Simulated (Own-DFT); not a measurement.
# One host, several defects: zincblende InP

Source: density functional calculations with Own-DFT, an unreviewed in-house program that is no longer used. Nothing was measured or relaxed, and spin and spin-orbit coupling are left out.

Common settings: PBE; PseudoDojo norm-conserving scalar-relativistic files; cutoff 36 hartree; 2 x 3 x 3 k mesh centred on Gamma; Fermi-Dirac smearing of 0.1 eV.

Caveats (not all hold for every row): not probed for a lower state with spin; forces on such cells failed a check on a denser k mesh; forces not confirmed at this smearing and k mesh; stress not checked against mesh or cutoff.

All runs share one cell, with vectors in Å (17.606, 0.000, 0.000); (0.000, 11.737, 0.000); (0.000, 0.000, 11.737) and a volume of 2425.5 Å³. Atoms were moved at random from their sites; u is the rms move along one axis. The defect's site can differ from row to row.

| cell | formula | u (Å) | P (GPa) |
|---|---|---|---|
| no defect | In48P48 | 0.0199 | 3.19 |
| no defect | In48P48 | 0.0207 | 3.21 |
| no defect | In48P48 | 0.0522 | 3.59 |
| one In on a P site and one P on an In site | In48P48 | 0.0286 | 3.53 |
| one In on a P site and one P on an In site | In48P48 | 0.0310 | 3.50 |
| one In on a P site and one P on an In site | In48P48 | 0.0545 | 3.90 |
| two P on an In site each | In46P50 | 0.0298 | 3.04 |
| two P on an In site each | In46P50 | 0.0304 | 3.00 |
| two P on an In site each | In46P50 | 0.0486 | 3.28 |
| two P on an In site each | In46P50 | 0.0502 | ? |

## Analysis

P = P0 + c u² + a shift for each defect gives P0 = 3.12 GPa, c = 176 ± 8 GPa/Å² and a scatter of 0.02 GPa. The shifts, and each times the cell's volume:

- one In on a P site and one P on an In site: 0.24 ± 0.02 GPa, 3.7 eV
- two P on an In site each: -0.26 ± 0.02 GPa, -3.9 eV (-2.0 eV for each of its 2 sites)

Positive is outwards. The product with the volume (160.2 GPa Å³ to the eV) is nearly free of the cell's size; divided by the bulk modulus at the cell's pressure it gives the volume that the defect adds. The atoms around the defects weren't relaxed, which would change these numbers.

## Withheld run

Question: what pressure belongs in the blank (two P on an In site each, u = 0.0502 Å)?

The fit gives 3.31 ± 0.03 GPa. The calculation gave 3.31 GPa.
